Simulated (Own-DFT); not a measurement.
## Calculated data, SiC (4H silicon carbide, strained, atoms displaced), Si3N4 (beta silicon nitride, strained, atoms displaced), SiC (2H silicon carbide, atoms displaced), GaP (zincblende, strained, atoms displaced)

Computed with Own-DFT development build. A calculation, not a measurement: plane-wave PBE density functional theory by an unreviewed code, no spin, of a simulated periodic cell, stress positive in tension, free energy of the whole cell less one offset for each atom, forces on such cells passed a denser k mesh, this cell's mesh not checked; offsets are fitted by least squares, one for each functional and potential file, so energies compare only between cells with the same atoms and settings and are not formation energies; the far tail of each file's local potential was reset to the Coulomb form; each entry is a single point on an unrelaxed cell, so the pressure reflects the starting lattice, mostly measured values (interpolated for alloys), from which strain is counted, and rises with the displacements; printed positions are rounded, which can move forces by about a meV/angstrom; the program, named Own-DFT, is a retired in-house code; no spin-orbit coupling.

Settings shared by all entries: functional PBE; potential files PseudoDojo norm-conserving, scalar-relativistic, standard set; wave cutoff 42 hartree; occupations Fermi-Dirac; smearing width 0.1 eV.

```json
{"entry": 1, "formula": "SiC", "kind": "4H silicon carbide, strained, atoms displaced", "structure": {"cell_angstrom": [[9.1582, -0.0982, 0.0872], [-4.6641, 7.9989, 0.0206], [0.095, 0.0808, 10.0814]], "atoms_fractional": [["Si", 0.99685, 0.99637, 0.40988], ["Si", 0.118, 0.23154, 0.15762], ["C", 0.0135, 0.00682, 0.09008], ["C", 0.11333, 0.2302, 0.34459], ["Si", 0.9912, 0.33019, 0.41101], ["Si", 0.10743, 0.54384, 0.15003], ["C", 0.99411, 0.3276, 0.09531], ["C", 0.118, 0.55119, 0.33966], ["Si", 0.99254, 0.65532, 0.40299], ["Si", 0.10053, 0.89146, 0.15692], ["C", 0.99121, 0.65582, 0.08991], ["C", 0.10225, 0.88791, 0.34323], ["Si", 0.32969, 0.98031, 0.39847], ["Si", 0.44017, 0.21518, 0.16022], ["C", 0.32822, 0.00056, 0.08871], ["C", 0.44751, 0.23185, 0.34922], ["Si", 0.34064, 0.34257, 0.40762], ["Si", 0.44916, 0.55677, 0.15639], ["C", 0.3286, 0.32283, 0.08929], ["C", 0.44036, 0.56175, 0.356], ["Si", 0.32061, 0.66832, 0.40403], ["Si", 0.43645, 0.88705, 0.16054], ["C", 0.32539, 0.66506, 0.09492], ["C", 0.44853, 0.88734, 0.34981], ["Si", 0.66982, 0.99678, 0.40242], ["Si", 0.76983, 0.21784, 0.15644], ["C", 0.66122, 0.99409, 0.09769], ["C", 0.78132, 0.22553, 0.35073], ["Si", 0.67847, 0.32968, 0.40168], ["Si", 0.79347, 0.56084, 0.151], ["C", 0.66395, 0.33276, 0.09381], ["C", 0.77581, 0.55601, 0.34695], ["Si", 0.65356, 0.65309, 0.40654], ["Si", 0.78678, 0.88876, 0.15011], ["C", 0.66211, 0.65863, 0.09858], ["C", 0.78703, 0.88111, 0.34351], ["Si", 0.99555, 0.00115, 0.91061], ["Si", 0.89045, 0.76733, 0.65982], ["C", 0.9952, 0.99764, 0.5832], ["C", 0.88587, 0.79184, 0.84001], ["Si", 0.00264, 0.67507, 0.90275], ["Si", 0.87865, 0.43198, 0.65324], ["C", 0.00574, 0.67109, 0.58875], ["C", 0.89231, 0.45393, 0.84781], ["Si", 0.00073, 0.3337, 0.90916], ["Si", 0.89176, 0.11533, 0.65774], ["C", 0.99432, 0.33493, 0.60218], ["C", 0.88721, 0.09625, 0.84591], ["Si", 0.6642, 0.00335, 0.90303], ["Si", 0.56301, 0.78021, 0.65333], ["C", 0.66044, 0.00051, 0.59638], ["C", 0.54727, 0.76748, 0.84547], ["Si", 0.66979, 0.66907, 0.90896], ["Si", 0.55475, 0.44706, 0.66153], ["C", 0.67283, 0.66735, 0.59557], ["C", 0.55356, 0.44016, 0.84864], ["Si", 0.66967, 0.33447, 0.91017], ["Si", 0.55559, 0.11611, 0.66049], ["C", 0.66585, 0.32922, 0.59016], ["C", 0.55734, 0.10174, 0.84043], ["Si", 0.34406, 0.0104, 0.90509], ["Si", 0.22451, 0.78545, 0.65474], ["C", 0.33597, 0.00988, 0.59119], ["C", 0.22693, 0.77232, 0.84987], ["Si", 0.32815, 0.65952, 0.91088], ["Si", 0.22316, 0.44237, 0.65876], ["C", 0.34036, 0.67521, 0.59055], ["C", 0.216, 0.43396, 0.8408], ["Si", 0.34197, 0.33715, 0.90982], ["Si", 0.214, 0.10245, 0.65403], ["C", 0.3394, 0.3398, 0.6014], ["C", 0.22137, 0.11739, 0.84698]]}, "settings": {"hardware": "one NVIDIA H100", "k_mesh": "4 x 4 x 3 centred on Gamma"}, "results": {"free_energy_of_cell_above_offsets [eV]": "-5.174", "pressure [GPa]": 8.8, "stress_xx [GPa]": -13.94, "stress_yy [GPa]": -7.58, "stress_zz [GPa]": -4.87, "stress_yz [GPa]": 2.66, "stress_xz [GPa]": 3.52, "stress_xy [GPa]": -5.76, "force_element": ["Si", "Si", "C", "C", "Si", "Si", "C", "C", "Si", "Si", "C", "C", "Si", "Si", "C", "C", "Si", "Si", "C", "C", "Si", "Si", "C", "C", "Si", "Si", "C", "C", "Si", "Si", "C", "C", "Si", "Si", "C", "C", "Si", "Si", "C", "C", "Si", "Si", "C", "C", "Si", "Si", "C", "C", "Si", "Si", "C", "C", "Si", "Si", "C", "C", "Si", "Si", "C", "C", "Si", "Si", "C", "C", "Si", "Si", "C", "C", "Si", "Si", "C", "C"], "force_x [eV/angstrom]": [0.631, -0.949, -2.716, 0.116, 2.827, -1.303, 0.435, -3.752, 0.482, 2.676, 3.713, 2.006, -2.79, -0.426, 0.808, 1.294, -0.99, -2.17, 0.924, -0.385, 3.293, 0.187, 1.95, -0.116, 0.999, 0.363, 0.403, 0.462, -4.318, -5.227, 0.548, 0.545, 1.917, -1.268, 2.242, -2.758, 2.26, -1.14, 0.229, 2.359, -0.171, -0.033, 0.066, 0.289, -0.722, -0.251, 1.853, -2.233, 1.612, -0.887, 1.392, 0.851, -1.327, 1.016, -0.515, 1.978, -0.243, 0.07, -0.916, -0.805, -2.115, 1.352, 0.384, -1.399, 0.244, -0.457, -0.932, 0.851, -2.441, -0.164, -0.922, 1.216], "force_y [eV/angstrom]": [1.421, -1.451, 0.1, -0.983, 0.813, 1.058, -0.349, -0.691, 1.845, -1.419, 3.417, -0.965, 3.977, 1.05, -0.552, -2.091, -1.337, -1.332, 2.377, -0.41, -0.162, -0.232, -0.059, -0.244, -0.135, -0.031, 0.456, -2.321, 1.174, -3.004, -0.268, -1.343, 2.288, -0.249, 1.844, 0.144, 0.494, 1.977, 0.031, -1.948, -0.154, 2.976, -1.681, -1.421, -0.938, -1.891, -0.375, 3.053, -2.746, -0.542, 0.634, 1.238, -0.865, -0.389, -0.499, 1.432, -0.375, -1.193, 0.889, 3.063, -2.153, -0.636, -1.535, 1.959, -0.354, 1.38, -1.109, 1.369, -1.31, 1.983, -1.482, -1.215], "force_z [eV/angstrom]": [-1.909, 0.569, 0.529, 0.517, 0.313, 1.229, -0.54, -0.388, 0.179, 0.051, -0.921, -0.421, 1.936, 0.231, 1.636, -1.179, 1.271, 1.212, 1.462, -2.754, 2.071, -0.94, 0.215, -2.186, 1.511, 0.328, -0.648, -2.498, 1.314, 2.595, 0.536, -1.425, 0.937, 1.506, -1.374, -0.791, -0.732, -1.752, 3.609, 1.062, 0.255, 1.668, 0.694, -1.066, -0.748, -0.187, -1.585, -0.426, 1.152, 0.84, -0.75, -0.017, -0.138, -0.45, -0.279, -0.523, -0.635, -1.799, 0.443, 0.635, -0.15, 0.734, -0.123, -1.263, -1.091, -0.697, 0.422, 1.714, -1.025, 0.425, -1.477, -0.915], "wall_time [s]": 345.8}}
{"entry": 2, "formula": "Si3N4", "kind": "beta silicon nitride, strained, atoms displaced", "structure": {"cell_angstrom": [[7.567, -0.0722, 0.1362], [-3.846, 6.6633, -0.1152], [0.1563, -0.0624, 8.7806]], "atoms_fractional": [["Si", 0.15895, 0.75876, 0.08436], ["Si", 0.22198, 0.40089, 0.08713], ["Si", 0.59703, 0.83946, 0.07778], ["Si", 0.82899, 0.22168, 0.25101], ["Si", 0.77009, 0.60179, 0.2535], ["Si", 0.39668, 0.16826, 0.25246], ["N", 0.34614, 0.03972, 0.06958], ["N", 0.96337, 0.29262, 0.0922], ["N", 0.71169, 0.68434, 0.07061], ["N", 0.66315, 0.97451, 0.25273], ["N", 0.0469, 0.71025, 0.2538], ["N", 0.29843, 0.34082, 0.2473], ["N", 0.32367, 0.6462, 0.08779], ["N", 0.67224, 0.3305, 0.26054], ["Si", 0.17395, 0.77244, 0.41083], ["Si", 0.22679, 0.40584, 0.40835], ["Si", 0.5944, 0.83161, 0.42066], ["Si", 0.8242, 0.23267, 0.58409], ["Si", 0.77918, 0.60414, 0.59784], ["Si", 0.42688, 0.18652, 0.57991], ["N", 0.33665, 0.034, 0.41881], ["N", 0.96573, 0.29465, 0.40926], ["N", 0.68662, 0.65896, 0.42748], ["N", 0.68313, 0.97202, 0.58548], ["N", 0.03264, 0.70411, 0.58996], ["N", 0.30622, 0.33967, 0.57683], ["N", 0.34194, 0.67306, 0.42013], ["N", 0.66253, 0.33025, 0.59044], ["Si", 0.16856, 0.775, 0.75649], ["Si", 0.22603, 0.39455, 0.74862], ["Si", 0.5967, 0.81616, 0.75174], ["Si", 0.8247, 0.23109, 0.92877], ["Si", 0.77521, 0.60953, 0.92597], ["Si", 0.40125, 0.17882, 0.91418], ["N", 0.32834, 0.03274, 0.75852], ["N", 0.96111, 0.29494, 0.75738], ["N", 0.7146, 0.68355, 0.75326], ["N", 0.66775, 0.96991, 0.91641], ["N", 0.03584, 0.69105, 0.93263], ["N", 0.30423, 0.33632, 0.91718], ["N", 0.33243, 0.65949, 0.74677], ["N", 0.67691, 0.34508, 0.92312]]}, "settings": {"k_mesh": "3 x 3 x 3 centred on Gamma"}, "results": {"free_energy_of_cell_above_offsets [eV]": "-2.240", "pressure [GPa]": 7.1, "stress_xx [GPa]": -8.25, "stress_yy [GPa]": -3.08, "stress_zz [GPa]": -9.97, "stress_yz [GPa]": -4.63, "stress_xz [GPa]": 5.03, "stress_xy [GPa]": -4.82, "force_element": ["Si", "Si", "Si", "Si", "Si", "Si", "N", "N", "N", "N", "N", "N", "N", "N", "Si", "Si", "Si", "Si", "Si", "Si", "N", "N", "N", "N", "N", "N", "N", "N", "Si", "Si", "Si", "Si", "Si", "Si", "N", "N", "N", "N", "N", "N", "N", "N"], "force_x [eV/angstrom]": [6.363, 1.554, -0.978, -3.332, -0.066, 1.291, -1.11, 0.932, -2.953, 0.583, -4.303, 2.713, -0.872, -1.443, 3.013, 0.678, 1.278, 0.832, -1.163, -6.343, -0.562, 0.436, 1.107, -0.455, 0.97, 0.64, -2.935, 4.517, 3.278, -0.463, -2.596, -1.4, 2.971, 1.863, -0.14, 0.874, 0.883, 0.125, -2.779, -0.823, -0.886, -1.298], "force_y [eV/angstrom]": [3.119, -0.367, -3.204, 1.185, -1.963, 1.966, -2.863, 0.159, 2.274, -2.39, -1.443, -2.529, 5.085, 1.336, 0.407, 1.877, -0.529, -0.249, -2.286, -3.408, -0.741, 0.552, 1.002, -0.083, 0.391, -1.376, -1.251, 4.496, -0.796, 1.49, 1.794, 0.457, -4.111, 2.088, -0.14, 0.311, -0.604, 0.592, -0.557, -0.308, 0.797, -0.182], "force_z [eV/angstrom]": [1.381, -1.361, 2.012, 1.333, 0.11, -1.813, 3.96, -2.315, 7.737, -0.351, -0.434, -0.823, -0.28, -0.59, 3.94, 3.179, -0.147, 1.05, -3.707, 0.937, -0.406, 2.459, -0.774, 0.524, -1.064, -0.182, -0.457, 0.388, 0.114, 0.222, -0.644, -1.723, -5.246, 0.58, -3.124, -1.129, 2.651, -0.447, -5.271, -0.44, 0.418, -0.267]}}
{"entry": 3, "formula": "SiC", "kind": "2H silicon carbide, atoms displaced", "structure": {"cell_angstrom": [[9.2481, 0.0, 0.0], [-4.6241, 8.0091, 0.0], [0.0, 0.0, 10.0681]], "atoms_fractional": [["Si", 0.98108, 0.98876, 0.01145], ["Si", 0.1134, 0.2202, 0.24862], ["C", 0.98985, 0.99622, 0.1932], ["C", 0.11275, 0.22793, 0.43271], ["Si", 0.98964, 0.00184, 0.4992], ["Si", 0.10226, 0.21333, 0.75727], ["C", 0.00239, 0.00413, 0.69142], ["C", 0.1072, 0.21687, 0.93819], ["Si", 0.99855, 0.33517, 0.99878], ["Si", 0.11804, 0.56192, 0.24474], ["C", 0.00666, 0.33702, 0.18678], ["C", 0.11976, 0.55875, 0.42967], ["Si", 0.0117, 0.3389, 0.50361], ["Si", 0.11717, 0.56345, 0.74764], ["C", 0.99392, 0.32654, 0.68014], ["C", 0.10658, 0.55529, 0.93894], ["Si", 0.00424, 0.6673, 0.00813], ["Si", 0.11177, 0.89642, 0.24745], ["C", 0.99447, 0.66474, 0.19168], ["C", 0.11482, 0.89105, 0.43407], ["Si", 0.00107, 0.66694, 0.50747], ["Si", 0.11975, 0.89792, 0.75139], ["C", 0.00799, 0.66624, 0.68865], ["C", 0.11121, 0.89558, 0.93203], ["Si", 0.33964, 0.00918, 0.00901], ["Si", 0.45354, 0.22618, 0.24744], ["C", 0.33676, 0.00517, 0.17625], ["C", 0.4394, 0.21547, 0.43848], ["Si", 0.34012, 0.00789, 0.4934], ["Si", 0.4391, 0.21448, 0.75579], ["C", 0.3462, 0.01365, 0.68335], ["C", 0.44302, 0.21693, 0.94416], ["Si", 0.34268, 0.33965, 0.00836], ["Si", 0.43716, 0.53828, 0.25267], ["C", 0.3425, 0.32974, 0.1808], ["C", 0.44453, 0.5537, 0.42573], ["Si", 0.33339, 0.33285, 0.50432], ["Si", 0.43818, 0.55871, 0.75503], ["C", 0.34077, 0.3516, 0.68319], ["C", 0.43277, 0.5455, 0.93936], ["Si", 0.3312, 0.66267, 0.00846], ["Si", 0.42316, 0.86894, 0.24533], ["C", 0.33141, 0.66479, 0.20017], ["C", 0.43632, 0.89496, 0.42965], ["Si", 0.33714, 0.67391, 0.49873], ["Si", 0.44998, 0.90081, 0.75114], ["C", 0.32368, 0.66428, 0.68934], ["C", 0.44901, 0.88677, 0.9406], ["Si", 0.67313, 0.99114, 0.99191], ["Si", 0.78921, 0.22328, 0.25924], ["C", 0.67601, 0.00895, 0.19317], ["C", 0.77853, 0.22749, 0.43756], ["Si", 0.66696, 0.00199, 0.49143], ["Si", 0.77979, 0.21369, 0.75394], ["C", 0.65528, 0.99542, 0.698], ["C", 0.77362, 0.21878, 0.93081], ["Si", 0.6803, 0.33875, 0.99606], ["Si", 0.77336, 0.55075, 0.2455], ["C", 0.669, 0.34287, 0.17866], ["C", 0.76226, 0.55087, 0.43882], ["Si", 0.65451, 0.326, 0.50059], ["Si", 0.7839, 0.55186, 0.75094], ["C", 0.66607, 0.33449, 0.67772], ["C", 0.76654, 0.56182, 0.93755], ["Si", 0.66174, 0.64965, 0.00126], ["Si", 0.77237, 0.8864, 0.25517], ["C", 0.6467, 0.6633, 0.18327], ["C", 0.78778, 0.89296, 0.43816], ["Si", 0.67417, 0.67271, 0.50019], ["Si", 0.77383, 0.881, 0.74729], ["C", 0.66941, 0.66321, 0.68778], ["C", 0.78453, 0.8794, 0.93886]]}, "settings": {"hardware": "one NVIDIA H100", "k_mesh": "4 x 4 x 3 centred on Gamma"}, "results": {"free_energy_of_cell_above_offsets [eV]": "-3.697", "pressure [GPa]": 6.15, "stress_xx [GPa]": -3.23, "stress_yy [GPa]": -4.96, "stress_zz [GPa]": -10.25, "stress_yz [GPa]": -1.08, "stress_xz [GPa]": 0.94, "stress_xy [GPa]": -0.01, "force_element": ["Si", "Si", "C", "C", "Si", "Si", "C", "C", "Si", "Si", "C", "C", "Si", "Si", "C", "C", "Si", "Si", "C", "C", "Si", "Si", "C", "C", "Si", "Si", "C", "C", "Si", "Si", "C", "C", "Si", "Si", "C", "C", "Si", "Si", "C", "C", "Si", "Si", "C", "C", "Si", "Si", "C", "C", "Si", "Si", "C", "C", "Si", "Si", "C", "C", "Si", "Si", "C", "C", "Si", "Si", "C", "C", "Si", "Si", "C", "C", "Si", "Si", "C", "C"], "force_x [eV/angstrom]": [3.556, -0.218, 0.896, 0.692, 4.267, 0.728, -0.406, -0.12, 0.671, -1.954, -0.045, -1.32, -1.577, -0.901, 0.762, 0.644, -1.506, 0.449, 0.78, -0.982, -0.014, -0.138, -1.494, 0.776, -0.182, 0.204, -0.457, -0.445, -1.666, 0.09, -1.128, 0.556, -1.06, -0.502, -1.779, 0.091, -0.214, 1.014, -0.163, 0.628, -0.16, 1.749, 1.259, 2.501, 0.039, -1.993, 2.438, -0.878, -1.011, -1.457, -1.07, 0.647, -0.709, -1.521, 3.487, 1.366, -2.255, -1.18, 1.685, 2.667, 1.199, -1.176, 0.504, 5.926, -4.398, -0.639, 2.69, -3.242, -1.626, 0.418, -0.826, -2.967], "force_y [eV/angstrom]": [2.179, 0.565, 0.246, -0.975, 1.614, 2.509, -1.436, 0.368, -0.973, -1.792, -0.016, -0.086, 0.239, -2.621, 0.742, 0.185, 1.175, -0.985, 1.061, 0.129, -0.344, -0.736, 1.192, -0.72, -2.149, -0.814, -1.034, 2.14, -1.884, 3.763, -2.399, 2.176, -2.776, 1.887, -0.715, 0.688, 0.624, 0.288, -3.308, 1.804, 0.55, 5.84, -2.57, -0.965, -0.936, -2.751, 2.319, -0.084, 0.767, 0.77, -1.813, -0.11, 0.062, 1.603, 0.386, 0.179, -0.802, 1.419, -1.776, 0.022, 1.369, 0.204, -0.873, -2.791, 3.304, -0.477, 0.371, -1.305, -1.293, 0.644, 0.245, -1.321], "force_z [eV/angstrom]": [-1.853, -0.456, -0.05, 0.872, 0.838, -1.393, -1.467, 1.879, -0.193, 1.451, -0.093, 1.885, -2.128, 1.056, 2.871, 0.003, -2.002, 0.343, -0.366, 1.09, -2.817, -0.889, 0.658, 2.868, -4.964, 0.107, 5.39, -1.603, 1.329, -0.472, -0.121, -1.169, -3.532, -1.374, 3.085, 4.16, -1.404, -0.914, 1.968, 0.264, -1.005, 0.654, -3.379, 0.876, -0.473, 0.987, -0.82, 0.239, 1.997, -2.298, -1.112, 1.21, 1.068, -2.785, -2.79, 1.876, -0.216, 1.441, 1.409, -0.72, -0.93, -0.767, 3.646, -1.304, 0.738, -1.279, 0.945, -0.006, 0.002, 0.871, 0.115, -1.048], "wall_time [s]": 384.6}}
{"entry": 4, "formula": "GaP", "kind": "zincblende, strained, atoms displaced", "structure": {"cell_angstrom": [[10.862, 0.0, 0.0], [0.0, 10.862, 0.0], [0.0, 0.0, 10.9361]], "atoms_fractional": [["Ga", 0.9971, 0.00145, 0.99925], ["Ga", 0.99495, 0.25349, 0.25348], ["Ga", 0.2499, 0.00505, 0.24668], ["Ga", 0.25182, 0.25275, 0.99899], ["P", 0.12222, 0.1286, 0.11899], ["P", 0.12068, 0.36997, 0.38076], ["P", 0.37769, 0.12209, 0.37341], ["P", 0.37387, 0.38023, 0.12606], ["Ga", 0.00073, 0.00332, 0.51024], ["Ga", 0.98932, 0.2431, 0.74196], ["Ga", 0.2431, 0.99394, 0.75324], ["Ga", 0.2502, 0.26108, 0.49492], ["P", 0.12152, 0.11696, 0.62645], ["P", 0.12117, 0.37173, 0.87587], ["P", 0.38045, 0.12705, 0.88042], ["P", 0.37946, 0.37818, 0.62], ["Ga", 0.99496, 0.50702, 0.99873], ["Ga", 0.00289, 0.75342, 0.25052], ["Ga", 0.2561, 0.49456, 0.25368], ["Ga", 0.23782, 0.74855, 0.99745], ["P", 0.12401, 0.62674, 0.12906], ["P", 0.12206, 0.87725, 0.37525], ["P", 0.3802, 0.62221, 0.37986], ["P", 0.3737, 0.88638, 0.13036], ["Ga", 0.00076, 0.50601, 0.4993], ["Ga", 0.99939, 0.75372, 0.74645], ["Ga", 0.25466, 0.50442, 0.74712], ["Ga", 0.24053, 0.74407, 0.49866], ["P", 0.12095, 0.62291, 0.62625], ["P", 0.12245, 0.87135, 0.86665], ["P", 0.37414, 0.62484, 0.87434], ["P", 0.38006, 0.87612, 0.62947], ["Ga", 0.50241, 0.00296, 0.0004], ["Ga", 0.49848, 0.25161, 0.24944], ["Ga", 0.7404, 0.99627, 0.25207], ["Ga", 0.74758, 0.25414, 0.00501], ["P", 0.62324, 0.11719, 0.12568], ["P", 0.6286, 0.37531, 0.37503], ["P", 0.87369, 0.11665, 0.36863], ["P", 0.88718, 0.37264, 0.12925], ["Ga", 0.50338, 0.0082, 0.50034], ["Ga", 0.49524, 0.25236, 0.75472], ["Ga", 0.74651, 0.00039, 0.74994], ["Ga", 0.7496, 0.25344, 0.50393], ["P", 0.62268, 0.12619, 0.62366], ["P", 0.6255, 0.37123, 0.87496], ["P", 0.87727, 0.1359, 0.88561], ["P", 0.87225, 0.37805, 0.62476], ["Ga", 0.50129, 0.49853, 0.00298], ["Ga", 0.5018, 0.75039, 0.24803], ["Ga", 0.74617, 0.50634, 0.25431], ["Ga", 0.74966, 0.7545, 0.99719], ["P", 0.62311, 0.62205, 0.11394], ["P", 0.62443, 0.88458, 0.37131], ["P", 0.87997, 0.62488, 0.36585], ["P", 0.8878, 0.87642, 0.11862], ["Ga", 0.49524, 0.50261, 0.50491], ["Ga", 0.50021, 0.75078, 0.75578], ["Ga", 0.74744, 0.50187, 0.74955], ["Ga", 0.75385, 0.74723, 0.4999], ["P", 0.62292, 0.62525, 0.62474], ["P", 0.62636, 0.87356, 0.87864], ["P", 0.87282, 0.62161, 0.87501], ["P", 0.87601, 0.86595, 0.62672]]}, "settings": {"hardware": "one NVIDIA H100", "k_mesh": "3 x 3 x 3 centred on Gamma"}, "results": {"free_energy_of_cell_above_offsets [eV]": "-33.157", "pressure [GPa]": 3.63, "stress_xx [GPa]": -3.77, "stress_yy [GPa]": -3.75, "stress_zz [GPa]": -3.37, "stress_yz [GPa]": 0.76, "stress_xz [GPa]": -0.82, "stress_xy [GPa]": -0.42, "force_element": ["Ga", "Ga", "Ga", "Ga", "P", "P", "P", "P", "Ga", "Ga", "Ga", "Ga", "P", "P", "P", "P", "Ga", "Ga", "Ga", "Ga", "P", "P", "P", "P", "Ga", "Ga", "Ga", "Ga", "P", "P", "P", "P", "Ga", "Ga", "Ga", "Ga", "P", "P", "P", "P", "Ga", "Ga", "Ga", "Ga", "P", "P", "P", "P", "Ga", "Ga", "Ga", "Ga", "P", "P", "P", "P", "Ga", "Ga", "Ga", "Ga", "P", "P", "P", "P"], "force_x [eV/angstrom]": [0.915, 0.753, -0.81, -0.209, 0.308, -0.118, -0.651, 0.327, -0.895, 0.887, 1.374, 0.533, 1.105, 0.165, -1.089, -0.782, 0.889, 0.106, -0.842, 1.151, 0.234, 0.379, -0.738, 0.083, -0.397, -0.154, -0.637, 0.925, 0.284, -0.49, 0.064, -0.62, -0.254, 0.308, 1.794, 0.188, 0.308, -0.72, -0.056, -2.004, -0.564, 0.321, 0.619, 0.283, 0.344, -0.126, -0.826, 0.23, -0.54, -0.189, 0.322, 0.787, 0.667, -0.472, -0.439, -1.927, 1.333, 0.079, -0.092, -0.431, 0.161, -0.362, -0.125, -0.662], "force_y [eV/angstrom]": [0.35, -1.311, 0.221, 0.054, 0.022, 1.112, 0.95, -0.861, -1.025, 0.566, 0.714, -1.721, 1.626, 0.548, -0.365, -0.576, -0.798, 0.18, 0.661, 0.352, -0.64, 0.325, 0.66, -1.573, -0.62, -1.225, -0.87, 0.709, 0.189, 0.328, 0.132, -0.075, -0.637, -0.137, 0.341, -0.136, 1.444, 0.223, 0.688, 1.275, -0.84, -0.233, 0.184, -0.62, 0.538, 0.617, -1.161, 0.206, -0.315, 0.115, -0.741, -0.404, 0.922, -2.014, 0.409, -0.511, -0.223, -0.023, -0.232, 0.075, 0.278, 0.556, 0.915, 1.405], "force_z [eV/angstrom]": [-0.747, 0.203, 0.423, 0.05, 0.762, -0.856, 0.264, -0.242, -1.416, 0.576, -0.314, 0.752, 0.294, -0.818, -0.612, 1.014, 0.359, -0.24, 0.373, 0.421, 0.019, 0.253, -0.656, -1.132, -0.073, 0.509, 0.343, 0.068, 0.175, 1.295, 0.596, -0.704, -0.028, -0.041, -1.231, 0.68, 0.041, 0.216, 1.093, -0.57, 0.084, -0.608, 0.367, -0.722, 0.693, 0.134, -1.115, -0.205, -1.019, -0.106, -1.004, 0.421, 1.352, 1.292, 0.907, 0.973, -0.663, -0.302, 0.079, -0.659, 0.154, -0.412, -0.469, -0.273], "wall_time [s]": 516.1}}
```
